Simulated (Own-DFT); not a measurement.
# Biaxial strain at fixed height in wurtzite AlN, 72 atoms (Al36N36)

The numbers are computed, not measured, by runs of the plane-wave DFT program Own-DFT (in-house, retired, unreviewed) at fixed positions, with no spin and no spin-orbit coupling.

Method: PBE; PseudoDojo norm-conserving scalar-relativistic files; cutoff 42 hartree; 3 x 3 x 2 k mesh centred on Gamma; Fermi-Dirac smearing of 0.1 eV.

Limits: forces on such cells moved up to 12 meV/angstrom on a denser k mesh; stress not checked against mesh or cutoff.

Unstrained cell vectors in Å: (9.336, 0.000, 0.000); (-4.668, 8.085, 0.000); (0.000, 0.000, 9.964). The unstrained cell has measured lattice constants (interpolated for alloys), not those of this functional. That, the random moves and any unrelaxed bonds set the pressure at no strain. Each run strains x and y alike by e, as a substrate would, and holds the height along z. Each atom got a random Gaussian move of width 0.05 Å along each axis. Stress is positive in tension.

```
e (%)  u (Å)  (s_xx + s_yy)/2 (GPa)  s_zz (GPa)
-3.00  0.048                 -27.41       -9.49
-2.00  0.047                 -17.71       -9.04
-1.00  0.051                 -10.88       -8.90
-0.50  0.051                  -8.70       -6.40
 0.75  0.052                  -0.95       -5.01
 1.25  0.054                   0.35       -3.13
 1.50  0.047                   3.77       -4.95
 1.75  0.048                   3.83       -2.96
 2.00  0.046                      ?           ?
 3.00  0.050                  10.00       -3.50
```

## Worked fit

With e as a fraction, the in-plane stress is -5.2 + 602 e - 3685 e² GPa (errors 17 and 981, scatter 0.94), and s_zz is -6.2 + 126 e GPa (slope ± 19, scatter 1.04). At e = 0 the first slope is C11 + C12 and the second 2 C13, both with the ions held to the strained lattice and at the cell's own pressure. The term in e² is negative: the layer stiffens under compression and softens under tension. A free layer would change its height as e changes, and the in-plane slope would drop by 2 C13²/C33 to the biaxial modulus. At fixed height, a misfit of 1 % moves the in-plane stress by about 6.0 GPa and s_zz by 1.3 GPa.

## Test on the hidden row

Asked: what are the two stresses at e = 2.00 %?

Estimate: 5.4 and -3.7 GPa. The calculation gave 5.27 and -2.27 GPa.
